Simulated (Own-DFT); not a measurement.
Simulation results for Hf36O71 (tetragonal hafnia with one neutral oxygen vacancy, atoms displaced)

Computed with Own-DFT development build. A calculation, not a measurement: plane-wave PBE and HSE06 DFT by an unreviewed code, no spin, of a simulated cell at Gamma alone, so results move with cell size and shape, stress positive in tension, energies less offsets, not probed for a lower state with spin; hafnium file: forces about 75 meV/angstrom off all-electron values; oxygen file: force components 24 meV/angstrom off all-electron in a glass; k mesh not checked against a denser one; forces and stress are PBE's, HSE06 gives the energy alone, and its difference from PBE has offsets of its own; offsets are fitted by least squares, one for each functional and potential file, so energies compare only between cells with the same atoms and settings and are not formation energies; the far tail of each file's local potential was reset to the Coulomb form; each entry is a single point on an unrelaxed cell, so the pressure reflects the starting lattice, taken from the Materials Project, from which strain is counted, and rises with the displacements; printed positions are rounded, which can move forces by about a meV/angstrom; the program is a retired in-house code; no spin-orbit coupling.

Common to all runs: first functional PBE; second functional HSE06; exact exchange share 0.25; screening 0.11 1/bohr; exchange divergence Gygi-Baldereschi; potential files PseudoDojo norm-conserving, scalar-relativistic, made for PBE, standard set; wave cutoff 48 hartree; occupations fixed; k mesh 1 x 1 x 1 centred on Gamma.

(1) Hf36O71 (tetragonal hafnia with one neutral oxygen vacancy, atoms displaced)

```
cell vectors (Å)
  10.7800     0.0000     0.0000
   0.0000    10.7800     0.0000
   0.0000     0.0000    10.4493
atoms (fractions of the cell vectors)
Hf  0.01313  0.00031  0.98164
Hf  0.17981  0.16907  0.26032
O   0.00243  0.17339  0.15661
O   0.17913  0.00185  0.34562
O   0.99478  0.15950  0.39294
O   0.16798  0.99333  0.09549
Hf  0.00581  0.98799  0.50278
Hf  0.17861  0.16947  0.74191
O   0.00083  0.14643  0.65758
O   0.16596  0.99605  0.84049
O   0.99637  0.16677  0.89396
O   0.16806  0.99094  0.57869
Hf  0.01137  0.32793  0.00300
Hf  0.15128  0.49527  0.25356
O   0.99671  0.51417  0.14673
O   0.16840  0.32923  0.34847
O   0.00184  0.51356  0.40403
O   0.17285  0.33993  0.09789
Hf  0.00358  0.34099  0.50324
Hf  0.16815  0.50658  0.74572
O   0.99571  0.50186  0.65023
O   0.16452  0.31753  0.83939
O   0.98997  0.50660  0.90771
O   0.17044  0.33401  0.59536
Hf  0.98178  0.66346  0.98278
Hf  0.17109  0.83222  0.26504
O   0.99506  0.82871  0.16528
O   0.16862  0.67865  0.35333
O   0.00285  0.82355  0.40724
O   0.16170  0.66594  0.09652
Hf  0.00505  0.65816  0.51308
Hf  0.16111  0.82411  0.74596
O   0.01094  0.83320  0.64613
O   0.16698  0.67536  0.85851
O   0.99737  0.83533  0.90686
Hf  0.33483  0.98499  0.99943
Hf  0.50763  0.15731  0.25984
O   0.33511  0.17094  0.13732
O   0.52036  0.99747  0.34597
O   0.34096  0.15797  0.40175
O   0.49643  0.99774  0.11019
Hf  0.33780  0.01140  0.49365
Hf  0.49085  0.16639  0.75843
O   0.31576  0.16484  0.67071
O   0.49379  0.98550  0.85111
O   0.33647  0.16933  0.91184
O   0.49631  0.00657  0.58907
Hf  0.33383  0.33537  0.99286
Hf  0.49603  0.49682  0.25599
O   0.34882  0.50362  0.15799
O   0.49904  0.33025  0.35402
O   0.32438  0.49428  0.40573
O   0.50403  0.32543  0.08539
Hf  0.34239  0.32056  0.49712
Hf  0.50551  0.50953  0.74792
O   0.33574  0.49573  0.65038
O   0.49803  0.33801  0.84953
O   0.34174  0.49363  0.90461
O   0.48952  0.34271  0.58832
Hf  0.33421  0.65660  0.01465
Hf  0.51647  0.84041  0.25315
O   0.34537  0.84365  0.15274
O   0.50016  0.66532  0.34950
O   0.34185  0.84007  0.40010
O   0.49759  0.66865  0.11108
Hf  0.34074  0.67043  0.49354
Hf  0.51118  0.84043  0.74428
O   0.33097  0.82688  0.64741
O   0.50304  0.65365  0.83942
O   0.34785  0.83101  0.90018
O   0.49622  0.66367  0.60284
Hf  0.67231  0.99918  0.01277
Hf  0.82423  0.16563  0.24420
O   0.67784  0.16431  0.16755
O   0.83484  0.99673  0.34467
O   0.65821  0.16898  0.40865
O   0.83051  0.01031  0.11501
Hf  0.66724  0.99416  0.49239
Hf  0.83048  0.16632  0.74349
O   0.64891  0.17045  0.64383
O   0.83471  0.01838  0.84951
O   0.66312  0.17188  0.89622
O   0.83126  0.00313  0.60543
Hf  0.67382  0.33347  0.00107
Hf  0.83905  0.50335  0.25364
O   0.67481  0.50242  0.15884
O   0.82895  0.33946  0.35814
O   0.66385  0.49409  0.39579
O   0.82751  0.33127  0.09205
Hf  0.66866  0.32686  0.49751
Hf  0.84810  0.50951  0.74933
O   0.68133  0.49402  0.65029
O   0.83563  0.33686  0.85284
O   0.67179  0.49570  0.88825
O   0.83629  0.32565  0.61320
Hf  0.67075  0.65956  0.99945
Hf  0.84489  0.83356  0.24071
O   0.68154  0.82575  0.15127
O   0.83406  0.66165  0.36605
O   0.66353  0.82362  0.39976
O   0.81836  0.66801  0.09959
Hf  0.67985  0.68040  0.49021
Hf  0.82495  0.84572  0.75384
O   0.65878  0.83167  0.64481
O   0.83149  0.65173  0.84915
O   0.66910  0.84286  0.90209
O   0.82856  0.67832  0.60799
```

Results for Hf36O71 (tetragonal hafnia with one neutral oxygen vacancy, atoms displaced): PBE energy of cell above offsets -84.043 eV; HSE06 less PBE above offsets 0.675 eV; PBE pressure 6.24 GPa; PBE stress xx -6.28 GPa; PBE stress yy -6.62 GPa; PBE stress zz -5.83 GPa; PBE stress yz -1.32 GPa; PBE stress xz -0.68 GPa; PBE stress xy 0.3 GPa.

Force:
```csv
element,x (eV/Å),y (eV/Å),z (eV/Å)
Hf,0.36,2.763,2.152
Hf,-2.149,-1.357,-3.5
O,0.907,0.739,-1.047
O,-0.39,0.046,0.106
O,0.926,0.885,2.205
O,-0.778,-0.097,-0.554
Hf,-1.676,2.653,-0.984
Hf,-13.33,-1.937,5.704
O,0.634,0.515,-1.05
O,-0.115,-0.238,0.329
O,0.363,0.256,1.713
O,1.946,0.576,1.211
Hf,-2.491,-1.726,-1.019
Hf,2.884,1.61,-0.666
O,-0.084,-0.994,0.758
O,-0.686,0.984,0.405
O,1.072,-3.114,-1.238
O,-0.783,1.167,0.669
Hf,-1.549,-3.174,-0.297
Hf,2.614,-0.501,0.162
O,3.149,0.117,-1.563
O,-0.3,4.422,1.945
O,1.744,-2.94,-1.685
O,-0.952,-0.069,-0.21
Hf,1.976,1.429,4.129
Hf,0.596,1.479,-3.294
O,3.648,-0.052,-2.407
O,0.399,-3.388,1.172
O,-0.039,0.543,-0.05
O,0.638,-0.185,0.51
Hf,-0.308,3.211,0.121
Hf,3.601,1.215,0.301
O,-2.64,-0.354,0.731
O,-0.497,-2.057,-1.356
O,-1.367,-0.778,-1.812
Hf,-0.199,0.858,0.641
Hf,-1.087,2.819,-3.108
O,-0.115,-0.324,3.588
O,-0.199,0.353,1.598
O,0.358,2.662,-2.103
O,2.598,0.633,-0.685
Hf,-2.072,-6.492,2.248
Hf,1.948,1.082,1.539
O,12.76,-0.58,-7.731
O,0.594,3.618,-0.193
O,0.25,-1.833,-1.951
O,0.612,-0.499,0.947
Hf,2.063,-1.768,1.39
Hf,3.073,0.484,0.847
O,-4.063,-0.158,-1.162
O,-0.567,-1.015,-1.046
O,0.25,0.214,-0.223
O,0.3,0.304,1.586
Hf,-1.499,4.402,-0.097
Hf,1.2,-3.689,-2.342
O,-2.076,0.938,1.049
O,-0.338,-1.221,-1.721
O,-1.632,2.485,-0.618
O,2.034,-1.071,1.387
Hf,-0.13,1.238,-0.691
Hf,-2.126,-3.342,-2.156
O,-1.402,-0.86,0.757
O,-0.538,0.448,0.448
O,0.206,0.255,-0.035
O,1.72,0.145,-1.626
Hf,0.571,-0.57,1.06
Hf,-5.055,-2.963,1.069
O,-0.232,-0.225,0.483
O,0.613,5,2.773
O,-0.825,-1.854,0.564
O,1.112,0.166,-1.263
Hf,-0.562,1.179,-0.641
Hf,8.212,0.541,3.776
O,-7.03,-0.114,-3.382
O,-1.253,-0.465,1.402
O,0.528,-2.1,-1.438
O,0.792,-1.184,-2.416
Hf,0.831,1.576,1.033
Hf,0.143,3.504,-0.172
O,1.03,-0.288,0.988
O,-0.427,-4.31,1.158
O,-0.462,-1.803,1.151
O,-0.849,-1.634,-0.459
Hf,-1.64,1.256,-2.67
Hf,-2.902,-0.561,0.601
O,-1.11,-0.055,-1.14
O,0.998,-0.296,-0.646
O,-0.085,0.959,1.068
O,3.027,-0.088,1.979
Hf,0.429,3.45,1.985
Hf,-5.688,-5.557,-0.084
O,-0.847,0.234,-0.148
O,0.58,-0.36,-0.647
O,-0.476,0.724,2.455
O,1.206,-0.241,-2.3
Hf,-3.301,-1.265,-0.428
Hf,-2.174,0.176,3.382
O,-2.295,1.48,-0.659
O,-0.015,0.652,-1.603
O,-0.179,4.466,-1.723
O,3.539,-0.148,0.13
Hf,-1.734,-7.159,2.537
Hf,0.554,0.02,-0.668
O,2.93,0.899,-0.716
O,-0.249,6.039,1.879
O,1.123,-1.322,-0.779
O,1.932,0.502,0.378
```

(2) Hf36O71 (tetragonal hafnia with one neutral oxygen vacancy, atoms displaced)

```
cell vectors (Å)
  10.7800     0.0000     0.0000
   0.0000    10.7800     0.0000
   0.0000     0.0000    10.4493
atoms (fractions of the cell vectors)
Hf  0.99074  0.00299  0.99870
Hf  0.16163  0.16199  0.26023
O   0.00696  0.16412  0.15447
O   0.16743  0.00175  0.35547
O   0.00398  0.16915  0.39376
O   0.17432  0.99900  0.09812
Hf  0.99881  0.99878  0.50193
Hf  0.16586  0.16195  0.75184
O   0.00240  0.16958  0.64631
O   0.16224  0.99896  0.85478
O   0.99192  0.16960  0.89926
O   0.17183  0.00054  0.58871
Hf  0.99560  0.32604  0.00167
Hf  0.16766  0.48970  0.25219
O   0.99548  0.50650  0.15624
O   0.16749  0.32810  0.35999
O   0.00036  0.50290  0.39278
O   0.15266  0.32908  0.09804
Hf  0.00982  0.32731  0.49348
Hf  0.16434  0.49316  0.75525
O   0.99653  0.50276  0.65073
O   0.17276  0.33960  0.85448
O   0.00009  0.50143  0.90401
O   0.16160  0.33485  0.59657
Hf  0.01021  0.66717  0.99244
Hf  0.16439  0.82737  0.24804
O   0.00391  0.83133  0.15739
O   0.16324  0.67081  0.34318
O   0.99487  0.82470  0.40142
O   0.17229  0.66612  0.09962
Hf  0.99766  0.67756  0.49819
Hf  0.16481  0.83422  0.74394
O   0.99973  0.83580  0.65291
O   0.17030  0.66853  0.84500
O   0.16788  0.66536  0.59332
Hf  0.32942  0.99833  0.99664
Hf  0.50045  0.16973  0.25262
O   0.33717  0.16502  0.15423
O   0.49700  0.00210  0.35382
O   0.33932  0.16707  0.40310
O   0.50086  0.99723  0.09500
Hf  0.33100  0.99994  0.49463
Hf  0.50500  0.16343  0.74770
O   0.33308  0.17026  0.64972
O   0.50518  0.00004  0.84831
O   0.34271  0.17043  0.90075
O   0.50513  0.00047  0.59590
Hf  0.33092  0.32885  0.00345
Hf  0.49984  0.49907  0.25093
O   0.33199  0.49757  0.15088
O   0.50196  0.33470  0.34567
O   0.32635  0.50066  0.40200
O   0.50700  0.34344  0.10252
Hf  0.32892  0.33722  0.50134
Hf  0.50621  0.50124  0.75785
O   0.33155  0.51195  0.64968
O   0.50039  0.33437  0.84405
O   0.32927  0.50231  0.90737
O   0.50632  0.33422  0.59912
Hf  0.33468  0.66922  0.00083
Hf  0.50218  0.83969  0.24964
O   0.33716  0.82994  0.14841
O   0.50253  0.67465  0.34441
O   0.33629  0.82984  0.40608
O   0.49825  0.66408  0.09493
Hf  0.32668  0.66582  0.49971
Hf  0.50450  0.83595  0.74909
O   0.33332  0.82766  0.65513
O   0.49813  0.66310  0.85121
O   0.33209  0.84267  0.89345
O   0.49915  0.67261  0.59966
Hf  0.66437  0.99854  0.00227
Hf  0.82932  0.17275  0.25170
O   0.66211  0.16343  0.15580
O   0.83359  0.00455  0.34589
O   0.66563  0.17296  0.40380
O   0.83168  0.98934  0.09924
Hf  0.66512  0.99460  0.50459
Hf  0.83453  0.16359  0.75026
O   0.66444  0.16365  0.65233
O   0.83613  0.99492  0.85532
O   0.67237  0.17231  0.89616
O   0.83596  0.00724  0.60037
Hf  0.67792  0.33184  0.99566
Hf  0.83404  0.49446  0.25302
O   0.66696  0.50235  0.15473
O   0.82933  0.33121  0.34264
O   0.66686  0.50283  0.40175
O   0.83975  0.33694  0.09950
Hf  0.67014  0.33593  0.49402
Hf  0.83275  0.51185  0.74430
O   0.66539  0.49967  0.65263
O   0.82837  0.32683  0.85236
O   0.66468  0.50601  0.90901
O   0.83501  0.32675  0.59923
Hf  0.66241  0.67087  0.99544
Hf  0.83709  0.83909  0.25941
O   0.66769  0.82496  0.15146
O   0.82933  0.67235  0.34649
O   0.66715  0.83937  0.40167
O   0.83864  0.66321  0.08780
Hf  0.66355  0.66163  0.50116
Hf  0.83461  0.83574  0.74623
O   0.66455  0.83630  0.65841
O   0.83730  0.66787  0.84722
O   0.66151  0.83030  0.88521
O   0.83333  0.67851  0.59493
```

It finds PBE energy of cell above offsets -97.402 eV; HSE06 less PBE above offsets 0.050 eV; PBE pressure 1.8 GPa; PBE stress xx -1.03 GPa; PBE stress yy -2.06 GPa; PBE stress zz -2.33 GPa; PBE stress yz -0.41 GPa; PBE stress xz 0.79 GPa; PBE stress xy -0.12 GPa.

Force:
```csv
element,x (eV/Å),y (eV/Å),z (eV/Å)
Hf,1.386,-1.353,0.488
Hf,1.64,-0.19,-1.656
O,-2.143,-0.456,-0.585
O,-0.37,-1.181,-0.495
O,-0.51,-1.126,0.657
O,-1.688,0.163,0.281
Hf,0.407,0.626,-0.502
Hf,0.996,0.82,-0.185
O,0.585,-0.84,0.364
O,-0.52,0.753,-1.32
O,0.601,-0.941,-0.352
O,-1.867,-0.033,1.824
Hf,0.469,2.102,-0.772
Hf,-1.01,1.73,-0.784
O,1.445,-0.563,-0.179
O,0.244,0.28,-0.883
O,-0.033,-0.74,1.476
O,2.389,0.474,0.995
Hf,-2.165,1.947,1.044
Hf,0.47,1.884,-0.845
O,0.162,0.089,0.271
O,-0.358,-2.639,-0.387
O,0.172,-0.99,-0.402
O,1.14,0.24,1.176
Hf,-1.49,0.266,1.463
Hf,1.755,0.678,-0.86
O,-0.667,0.5,-0.644
O,0.267,-1.322,0.562
O,0.17,4.008,-0.508
O,-0.728,0.195,-0.319
Hf,0.697,-4.23,0.506
Hf,1.849,-0.749,1.238
O,0.135,0.434,-0.66
O,-0.87,0.243,-0.156
O,-1.847,0.819,0.18
Hf,0.781,0.232,0.535
Hf,-0.852,-0.004,0.207
O,-0.741,0.821,0.048
O,0.364,0.032,-0.77
O,-0.48,0.596,0.085
O,0.066,-0.086,0.266
Hf,1.943,-0.294,-0.015
Hf,-0.806,1.028,0.053
O,-0.611,-0.227,0.622
O,0.258,0.52,-0.088
O,-0.934,-0.95,0.074
O,-1.585,-0.182,0.625
Hf,0.876,1.19,0.347
Hf,0.475,0.75,-1.358
O,-0.359,-0.485,0.747
O,-0.281,0.35,0.66
O,0.131,-0.291,-0.454
O,-0.656,-0.836,-1.061
Hf,1.81,-0.556,0.86
Hf,-1.613,-0.432,-0.823
O,0.21,-1.305,0.771
O,0.17,-0.195,0.59
O,0.115,-0.746,-0.174
O,-0.933,0.146,-0.904
Hf,0.314,0.303,-0.5
Hf,-0.222,-0.724,-0.172
O,-0.447,0.302,0.472
O,0.2,-1.273,0.3
O,-0.437,1.059,-0.529
O,0.166,-0.047,0.15
Hf,1.415,0.217,0.618
Hf,-1.665,-0.847,0.455
O,-0.275,0.649,-0.442
O,-0.053,1.151,-0.243
O,0.107,-1.195,0.673
O,0.612,-0.305,-0.539
Hf,-0.376,-0.458,-0.793
Hf,0.087,-1.319,-0.544
O,1.575,0.005,-0.939
O,0.588,0.523,0.947
O,0.362,-1.456,-0.342
O,-0.114,0.756,-0.012
Hf,-0.142,1.419,-0.482
Hf,-0.94,1.154,-0.511
O,1.222,-0.249,0.096
O,0.477,0.422,-0.497
O,-0.327,-1.892,0.93
O,0.036,-0.694,-0.027
Hf,-1.742,1.391,0.352
Hf,0.079,3.06,-1.42
O,0.474,-0.153,0.5
O,0.146,0.152,1.122
O,0.074,-0.393,0.131
O,-1.222,-0.859,0.753
Hf,-0.575,-0.438,1.789
Hf,0.718,-1.731,0.773
O,0.959,0.816,-0.289
O,0.302,1.8,-0.612
O,0.304,-1.389,-1.151
O,0.086,0.177,-0.858
Hf,1.092,0.242,1.779
Hf,-0.961,-1.625,-2.193
O,0.09,0.73,-0.12
O,-0.047,-1.047,0.283
O,0.286,-0.691,0.375
O,-0.265,0.473,-0.346
Hf,-0.78,1.304,-0.67
Hf,-0.836,-0.802,1.274
O,1.426,0.454,-1.945
O,0.249,0.925,-1.012
O,0.438,0.67,2.014
O,-0.521,-0.538,0.526
```
